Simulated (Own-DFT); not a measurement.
Simulation results for GaP (zincblende, atoms displaced)

Computed with Own-DFT development build. A calculation, not a measurement: plane-wave PBE density functional theory by an unreviewed code, no spin, of a simulated periodic cell, stress positive in tension, free energy of the whole cell less one offset for each atom, forces on such cells passed a denser k mesh, this cell's mesh not checked; offsets are fitted by least squares, one for each functional and potential file, so energies compare only between cells with the same atoms and settings and are not formation energies; the far tail of each file's local potential was reset to the Coulomb form; each entry is a single point on an unrelaxed cell, so the pressure reflects the starting lattice, mostly measured values (interpolated for alloys), from which strain is counted, and rises with the displacements; printed positions are rounded, which can move forces by about a meV/angstrom; the program, named Own-DFT, is a retired in-house code; no spin-orbit coupling.

Settings shared by all entries: functional PBE; potential files PseudoDojo norm-conserving, scalar-relativistic, standard set; wave cutoff 42 hartree; occupations Fermi-Dirac; smearing width 0.1 eV; hardware one NVIDIA H200; k mesh 2 x 3 x 3 centred on Gamma.

(1) 
```xyz
96
Lattice="16.3515 0.0000 0.0000 0.0000 10.9010 0.0000 0.0000 0.0000 10.9010" Properties=species:S:1:pos:R:3:force_x:R:1:force_y:R:1:force_z:R:1 formula=GaP free_energy_of_cell_above_offsets=-53.619 pressure=2.71 stress_xx=-2.7 stress_yy=-2.71 stress_zz=-2.72 stress_yz=-0.06 stress_xz=-0.2 stress_xy=0.03 wall_time=894.8
Ga    16.3251    10.9008    10.8882      0.025     -0.149      0.147
Ga    16.3270     2.7183     2.6948      0.214     -0.021      0.145
Ga     2.7391     0.0167     2.7363     -0.419     -0.456     -0.227
Ga     2.6904     2.7465    10.9008      0.198     -0.217     -0.148
P      1.3475     1.3448     1.3547      0.064      0.124          0
P      1.3339     4.0819     4.0956       0.01     -0.037     -0.499
P      4.0655     1.3495     4.0521       0.31      0.279      0.601
P      4.1004     4.0945     1.3615     -0.431     -0.276      0.016
Ga     0.0278     0.0199     5.4770     -0.497     -0.298     -0.331
Ga    16.3413     2.7284     8.1774     -0.065     -0.335      -0.03
Ga     2.7279    10.8901     8.1893     -0.222       0.16       0.01
Ga     2.6872     2.7394     5.4129      0.375     -0.199      0.303
P      1.3546     1.3619     6.8046      0.306      0.152      0.316
P      1.3357     4.0874     9.5024      0.214      0.036      0.352
P      4.0887     1.3443     9.5324      0.011      0.396      0.142
P      4.0611     4.0975     6.8312      0.415     -0.396     -0.569
Ga     0.0242     5.4272     0.0285     -0.312       0.27     -0.132
Ga    16.3503     8.1830     2.6986      0.071     -0.235      0.339
Ga     2.7159     5.4231     2.7245      0.119      0.189      0.233
Ga     2.7236     8.2095     0.0012       0.01     -0.393     -0.113
P      1.3968     6.8106     1.3760     -0.244     -0.012     -0.159
P      1.3427     9.5391     4.0858      0.358     -0.041      0.196
P      4.0633     6.8363     4.0851      0.053     -0.247      0.081
P      4.0823     9.5198     1.3670     -0.004      0.437     -0.102
Ga     0.0271     5.4104     5.4804      -0.35      0.511     -0.005
Ga    16.3502     8.1894     8.2003      0.144     -0.142     -0.353
Ga     2.7488     5.4202     8.1767     -0.439      0.267     -0.014
Ga     2.7265     8.1613     5.5182      -0.07      0.294     -0.657
P      1.3904     6.8126     6.8192     -0.444     -0.252      0.368
P      1.3492     9.5353     9.5468      0.068      0.208      -0.01
P      4.0548     6.7966     9.5130      0.273      0.298      0.362
P      4.0781     9.5156     6.8695      0.016      0.232     -0.398
Ga     5.4553     0.0156     0.0212     -0.323     -0.422     -0.301
Ga     5.4337     2.7050     2.6895       0.22      0.099      0.338
Ga     8.1749     0.0237     2.7311      0.003     -0.269     -0.159
Ga     8.1800     2.7494     0.0077      -0.06     -0.381     -0.214
P      6.7837     1.3342     1.3487      0.525      0.458      0.085
P      6.8146     4.0702     4.0936      0.004      0.096     -0.339
P      9.5181     1.3811     4.0826      0.406     -0.261      0.171
P      9.4866     4.0914     1.3776      0.742      0.051      0.104
Ga     5.4202    10.8718     5.4738      0.013      0.052     -0.261
Ga     5.4801     2.7141     8.1466     -0.306      0.206      0.358
Ga     8.1636     0.0113     8.1703      0.201     -0.023      0.273
Ga     8.1930     2.7282     5.4582     -0.264     -0.021      0.114
P      6.7929     1.3427     6.8173      0.266      0.108     -0.344
P      6.8403     4.1080     9.5217     -0.407     -0.239      0.036
P      9.5925     1.3598     9.5466     -0.758      0.226     -0.138
P      9.5484     4.0983     6.8127      -0.11     -0.092      0.054
Ga     5.4031     5.4270    10.8945      0.419      0.257     -0.324
Ga     5.4198     8.1782     2.7131      0.488     -0.281     -0.044
Ga     8.1691     5.5100     2.7072     -0.165     -0.509      0.234
Ga     8.2163     8.2074    10.8656     -0.249     -0.427      0.232
P      6.8203     6.7820     1.3157     -0.295      0.657      0.055
P      6.8129     9.5407     4.0762     -0.135     -0.089      0.105
P      9.5660     6.7865     4.0666     -0.236      0.565      0.191
P      9.5524     9.5330     1.3492     -0.146      0.391      0.163
Ga     5.4497     5.4487     5.4167     -0.228      -0.03      0.152
Ga     5.4508     8.1928     8.1884      0.164     -0.383      0.182
Ga     8.1612     5.4667     8.1477      0.216       0.03       0.14
Ga     8.1470     8.1581     5.4691      0.496      0.189     -0.301
P      6.8016     6.8126     6.8027     -0.241     -0.007      0.093
P      6.8185     9.5357     9.5572     -0.078      0.222     -0.151
P      9.5419     6.8051     9.5325      0.142     -0.065     -0.069
P      9.5423     9.5675     6.8170     -0.106     -0.215      -0.25
Ga    10.9040     0.0249     0.0010      0.323     -0.328      0.116
Ga    10.9171     2.7170     2.7476     -0.168      0.219     -0.264
Ga    13.5939     0.0211     2.7108      0.578     -0.412      0.209
Ga    13.6512     2.7640     0.0035     -0.393      -0.47     -0.212
P     12.2897     1.3550     1.3751     -0.339      0.451     -0.336
P     12.2709     4.1054     4.1027     -0.133     -0.281     -0.094
P     14.9923     1.3813     4.0688       0.04     -0.448       0.14
P     14.9505     4.0672     1.3801      0.401      0.589       0.01
Ga    10.9427    10.8918     5.4283     -0.398      0.159      0.092
Ga    10.9059     2.7179     8.1571     -0.115      0.175       0.16
Ga    13.6152     0.0189     8.1625      0.046     -0.263      0.101
Ga    13.6334     2.7142     5.4127     -0.042      0.086       0.38
P     12.2526     1.3755     6.8273      0.244     -0.038     -0.485
P     12.2389     4.0781     9.5420      0.325      0.057     -0.093
P     14.9747     1.3523     9.5393       0.05      0.262      -0.05
P     14.9849     4.0707     6.8336       -0.1      0.029     -0.256
Ga    10.9279     5.4444     0.0134     -0.482     -0.059       0.04
Ga    10.9095     8.2016     2.7047      0.126     -0.255      0.176
Ga    13.6038     5.4550     2.7492      0.276      0.177          0
Ga    13.6335     8.1669     0.0026     -0.038      0.026     -0.153
P     12.2841     6.8062     1.3527     -0.163      0.105      0.155
P     12.2934     9.5315     4.0963     -0.038      -0.08     -0.135
P     14.9878     6.8298     4.1089      0.334     -0.417     -0.177
P     14.9883     9.4994     1.3563     -0.154      0.574      0.073
Ga    10.8954     5.4362     5.4370       0.11      0.158      0.138
Ga    10.8842     8.1709     8.1574      0.252      0.162      0.199
Ga    13.6428     5.4437     8.1937     -0.243        0.2     -0.078
Ga    13.6476     8.1567     5.4720     -0.104      0.167     -0.132
P     12.2634     6.8222     6.7853     -0.059     -0.306      0.345
P     12.2887     9.5473     9.5551     -0.335     -0.102     -0.201
P     14.9999     6.8446     9.5306      0.052     -0.572      0.318
P     14.9800     9.5213     6.8231      0.192      0.393     -0.031
```

Units: free_energy_of_cell_above_offsets in eV; pressure, stress_xx, stress_yy, stress_zz, stress_yz, stress_xz, stress_xy in GPa; wall_time in s; force_x, force_y, force_z in eV/Å.

(2) 
```xyz
96
Lattice="16.3515 0.0000 0.0000 0.0000 10.9010 0.0000 0.0000 0.0000 10.9010" Properties=species:S:1:pos:R:3:force_x:R:1:force_y:R:1:force_z:R:1 formula=GaP free_energy_of_cell_above_offsets=-53.661 pressure=2.7 stress_xx=-2.7 stress_yy=-2.7 stress_zz=-2.71 stress_yz=-0.21 stress_xz=0.06 stress_xy=0.15 wall_time=904.9
Ga    16.3399    10.8886    10.8673      0.078      0.134      0.452
Ga     0.0137     2.6960     2.7317      -0.05      0.266      -0.04
Ga     2.7159     0.0111     2.7202     -0.018     -0.274      0.035
Ga     2.7035     2.7541    10.8726      0.335     -0.055      0.355
P      1.3620     1.3652     1.3382     -0.004     -0.067     -0.017
P      1.3809     4.0793     4.1191     -0.348      0.122     -0.471
P      4.0815     1.3650     4.0903      0.088     -0.013     -0.108
P      4.1118     4.1009     1.3624     -0.187     -0.144      -0.08
Ga    16.3319     0.0025     5.4773      0.207     -0.304     -0.295
Ga     0.0069     2.7230     8.2035      0.199     -0.123     -0.339
Ga     2.7278     0.0141     8.2071      0.063     -0.232     -0.091
Ga     2.7172     2.7351     5.4154      0.279     -0.195      0.697
P      1.3664     1.3321     6.8124      0.034      0.443      0.097
P      1.3523     4.0996     9.5330      0.152      0.194     -0.159
P      4.1073     1.3769     9.5531     -0.217      0.003     -0.081
P      4.1123     4.0979     6.8385     -0.345     -0.038     -0.322
Ga    16.3347     5.4594    10.8618      0.004      0.062      0.353
Ga     0.0262     8.1641     2.7037     -0.294       0.34      0.238
Ga     2.7257     5.4378     2.7379      0.031      0.245      -0.16
Ga     2.7531     8.1979    10.8878     -0.559     -0.041      0.434
P      1.3247     6.8305     1.3683      0.659     -0.422     -0.445
P      1.3649     9.4965     4.1008     -0.139       0.55     -0.052
P      4.0995     6.8303     4.0888      0.014     -0.233      0.102
P      4.0911     9.5236     1.3612      0.119      0.383      0.133
Ga     0.0061     5.4319     5.4619     -0.177      0.278     -0.204
Ga    16.3437     8.1678     8.1289     -0.122      0.295      0.252
Ga     2.7455     5.4824     8.1854     -0.038     -0.081      0.077
Ga     2.7083     8.1506     5.4583      0.347        0.2     -0.059
P      1.3625     6.8160     6.8072     -0.004     -0.229      0.083
P      1.3363     9.5350     9.5623      0.254     -0.171     -0.524
P      4.0795     6.8471     9.5825      0.343     -0.474      -0.42
P      4.0881     9.5363     6.8083     -0.049     -0.095      0.238
Ga     5.4646     0.0164     0.0012     -0.032     -0.348      -0.01
Ga     5.4671     2.7054     2.7259     -0.272      0.171     -0.002
Ga     8.1904    10.8862     2.7255     -0.166      0.397     -0.192
Ga     8.1774     2.7543    10.8977     -0.015     -0.352       0.01
P      6.8048     1.3833     1.3519      0.391     -0.266      0.081
P      6.7992     4.0802     4.0894      0.158     -0.093       0.17
P      9.4971     1.3799     4.0942      0.657     -0.458      0.079
P      9.5206     4.0866     1.3610      0.238     -0.098      0.238
Ga     5.4358    10.8985     5.4439      0.232      0.116      0.207
Ga     5.4452     2.7414     8.1871      0.274     -0.332     -0.181
Ga     8.1825     0.0212     8.1920     -0.028     -0.459      0.205
Ga     8.1832     2.7248     5.4632     -0.252        0.1      -0.15
P      6.8710     1.3514     6.8252     -0.826      0.183     -0.084
P      6.8076     4.0838     9.5522      0.197      0.051     -0.251
P      9.5404     1.3560     9.5515      0.064      0.153      0.086
P      9.5358     4.0610     6.8093      0.099      0.451      0.035
Ga     5.4983     5.4463    10.8901     -0.481      0.223      0.228
Ga     5.4786     8.1673     2.7148     -0.371      0.302      0.258
Ga     8.1858     5.4175     2.7449     -0.276      0.393     -0.105
Ga     8.2148     8.1882     0.0245     -0.474     -0.367     -0.126
P      6.7801     6.8284     1.3802      0.864     -0.361     -0.203
P      6.8237     9.5646     4.0696      -0.23     -0.219      0.094
P      9.5372     6.8130     4.0971      0.135     -0.238     -0.201
P      9.5264     9.5262     1.3680      0.505      0.286      0.067
Ga     5.4792     5.4551     5.4689      -0.24      0.056     -0.145
Ga     5.4662     8.1638     8.1905     -0.197     -0.041     -0.276
Ga     8.1925     5.4354     8.2037     -0.002      0.043     -0.172
Ga     8.1780     8.1810     5.4024     -0.062      0.087       0.53
P      6.8377     6.7949     6.8223      0.076      0.243     -0.028
P      6.8159     9.4899     9.5456      0.188      0.624       0.07
P      9.5440     6.8325     9.5316      0.272     -0.198      0.159
P      9.5370     9.5473     6.8293     -0.214     -0.227     -0.078
Ga    10.9280    10.8881    10.8963     -0.277      0.015      0.079
Ga    10.8988     2.6973     2.7275     -0.238      0.221      0.118
Ga    13.6164     0.0236     2.6971     -0.012     -0.294       0.32
Ga    13.6062     2.7344    10.8999      0.387     -0.028      0.185
P     12.2524     1.3799     1.3593      0.064     -0.206     -0.071
P     12.2632     4.0827     4.0857     -0.029      0.041     -0.221
P     14.9973     1.3461     4.0917     -0.169       0.18     -0.027
P     14.9894     4.1105     1.3754      0.094     -0.338     -0.182
Ga    10.9177    10.8517     5.4838       -0.2      0.521     -0.278
Ga    10.8851     2.7263     8.1597      0.108      -0.19      0.215
Ga    13.6451     0.0173     8.1718     -0.068      0.146      0.222
Ga    13.6289     2.7455     5.4374      0.125       -0.2      0.256
P     12.2663     1.3606     6.8294      0.056      0.135     -0.249
P     12.2451     4.0562     9.5649      0.069      0.457     -0.443
P     15.0196     1.3759     9.5555     -0.486     -0.026     -0.101
P     15.0158     4.0876     6.8404     -0.299     -0.052     -0.138
Ga    10.8890     5.4271     0.0257      0.143      0.426     -0.135
Ga    10.9025     8.1829     2.7396     -0.041     -0.053      0.003
Ga    13.6172     5.4528     2.7058      0.079      0.053      0.264
Ga    13.6179     8.1680     0.0076      0.194      0.335     -0.019
P     12.2842     6.8403     1.3796     -0.461     -0.311     -0.172
P     12.2638     9.5151     4.1109      0.207      0.281     -0.317
P     14.9903     6.8358     4.0532       0.15     -0.434      0.318
P     15.0084     9.5546     1.3682     -0.245     -0.147     -0.113
Ga    10.9192     5.4408     5.4471     -0.412     -0.176     -0.102
Ga    10.9274     8.1933     8.1609     -0.158      -0.17     -0.064
Ga    13.6550     5.4688     8.1974     -0.656     -0.292     -0.309
Ga    13.6411     8.1470     5.4534     -0.098       0.08     -0.258
P     12.2402     6.8076     6.7536      0.427     -0.066       0.81
P     12.2758     9.5473     9.5237      0.153     -0.075      0.111
P     14.9658     6.8235     9.5226      0.291      0.244      0.111
P     14.9355     9.5527     6.7949      0.435      -0.23      0.191
```

Units: free_energy_of_cell_above_offsets in eV; pressure, stress_xx, stress_yy, stress_zz, stress_yz, stress_xz, stress_xy in GPa; wall_time in s; force_x, force_y, force_z in eV/Å.
